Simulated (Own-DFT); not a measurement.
# Point defects and the pressure they add: C11b WSi2

No measurement is shown. These are fixed-geometry runs of a retired plane-wave code named Own-DFT, which no person has reviewed; spin and spin-orbit coupling are neglected.

Settings: PBE; PseudoDojo norm-conserving scalar-relativistic files; cutoff 50 hartree; 5 x 5 x 5 k mesh centred on Gamma; cold (Marzari-Vanderbilt) smearing of 0.2 eV.

Caveats: forces on such cells failed a check on a denser k mesh; stress not checked against mesh or cutoff.

All runs share one cell, with vectors in Å (-2.148, -5.953, 3.409); (-6.444, 2.976, 1.136); (-2.553, -2.948, -6.757) and a volume of 403.2 Å³. The atoms are randomly displaced, by u rms on each axis. The defect's site can differ from row to row.

| cell | formula | u (Å) | P (GPa) |
|---|---|---|---|
| no defect | Si20W10 | 0.0206 | 4.54 |
| no defect | Si20W10 | 0.0228 | 4.73 |
| no defect | Si20W10 | 0.0513 | 6.12 |
| one Si vacancy | Si19W10 | 0.0299 | 3.23 |
| one Si vacancy | Si19W10 | 0.0493 | 4.93 |
| one Si vacancy | Si19W10 | 0.0546 | 4.36 |
| one W on a Si site | Si19W11 | 0.0283 | 9.93 |
| one W on a Si site | Si19W11 | 0.0484 | 10.79 |
| one W on a Si site | Si19W11 | 0.0524 | 11.54 |
| one W vacancy | Si20W9 | 0.0283 | 3.59 |
| one W vacancy | Si20W9 | 0.0303 | ? |
| one W vacancy | Si20W9 | 0.0466 | 4.17 |
| one W vacancy | Si20W9 | 0.0511 | 4.54 |
| one Si on a W site | Si21W9 | 0.0280 | 6.04 |
| one Si on a W site | Si21W9 | 0.0282 | 6.01 |
| one Si on a W site | Si21W9 | 0.0504 | 7.77 |

## Fit

P = P0 + c u² + a shift for each defect gives P0 = 4.27 GPa, c = 720 ± 91 GPa/Å² and a scatter of 0.31 GPa. The shifts, and each times the cell's volume:

- one W on a Si site: 5.07 ± 0.26 GPa, 12.8 eV
- one Si on a W site: 1.35 ± 0.25 GPa, 3.4 eV
- one W vacancy: -1.51 ± 0.26 GPa, -3.8 eV
- one Si vacancy: -1.61 ± 0.26 GPa, -4.1 eV

Positive is outwards. The product with the volume (160.2 GPa Å³ to the eV) is nearly free of the cell's size; divided by the bulk modulus at the cell's pressure it gives the volume that the defect adds. The atoms around the defects weren't relaxed, which would change these numbers.

## Check

The question: what pressure belongs in the blank (one W vacancy, u = 0.0303 Å)?

The fit gives 3.42 ± 0.36 GPa. The hidden result is 3.33 GPa.
